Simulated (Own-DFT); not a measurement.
# What random displacements cost in a stack of Si and Ge or SiGe layers, 96 atoms (Ge48Si48)

These are calculations, not measurements. The program, named Own-DFT, is a retired in-house plane-wave density functional code that no person has reviewed. Each row is one single-point run on a periodic cell that was not relaxed, without spin or spin-orbit coupling.

Settings of every run: PBE; PseudoDojo norm-conserving scalar-relativistic files; cutoff 42 hartree; 3 x 3 x 2 k mesh centred on Gamma; Fermi-Dirac smearing of 0.1 eV.

Known limits: forces on such cells moved up to 12 meV/angstrom on a denser k mesh; stress not checked against mesh or cutoff.

Cell vectors in Å: (10.862, 0.000, 0.000); (0.000, 10.862, 0.000); (0.000, 0.000, 16.293). In each run every atom was moved at random and independently from its ideal site; u is the rms move along one axis. The random placing of the alloy's atoms differs from row to row. E is the free energy for each atom above the fitted value at u = 0, and F the rms of the force components.

| run | u (Å) | E (meV/atom) | F (eV/Å) | largest force (eV/Å) | P (GPa) |
|---|---|---|---|---|---|
| 1 | 0.0303 | 20.7 | 0.603 | 1.99 | 9.19 |
| 2 | 0.0313 | 19.2 | 0.593 | 1.84 | 9.17 |
| 3 | 0.0569 | 60.3 | 1.009 | 3.84 | 9.69 |
| 4 | 0.0604 | ? | ? | ? | ? |
| 5 | 0.0650 | 84.0 | 1.112 | 3.82 | 9.95 |
| 6 | 0.1011 | 239.3 | 2.302 | 10.51 | 12.11 |
| 7 | 0.1057 | 216.8 | 1.940 | 8.43 | 11.52 |

## Worked fit

For small independent moves the energy grows as E = (3/2) K u², with K the mean stiffness felt by one atom. The runs with u up to 0.11 Å give K = 13.7 ± 0.8 eV/Å², with residuals divided by u² + 0.0006 Å², since the noise grows with the moves. The scatter is 5.6 meV/atom at u = 0.05 Å. The forces follow F = G u with G = 19.2 eV/Å²; no force at u = 0 is resolved. G exceeds K because the moves of its neighbours add to the force on an atom, and stiffness differs between atoms. The pressure follows P = 8.89 + 269 u² GPa: at fixed volume, shortened bonds push harder than stretched ones pull.

## Withheld run

Question: what energy and rms force should run 4 give?

The fit gives 75 ± 9 meV/atom and about 1.16 eV/Å. The calculation gave 71.8 meV/atom and 1.075 eV/Å.
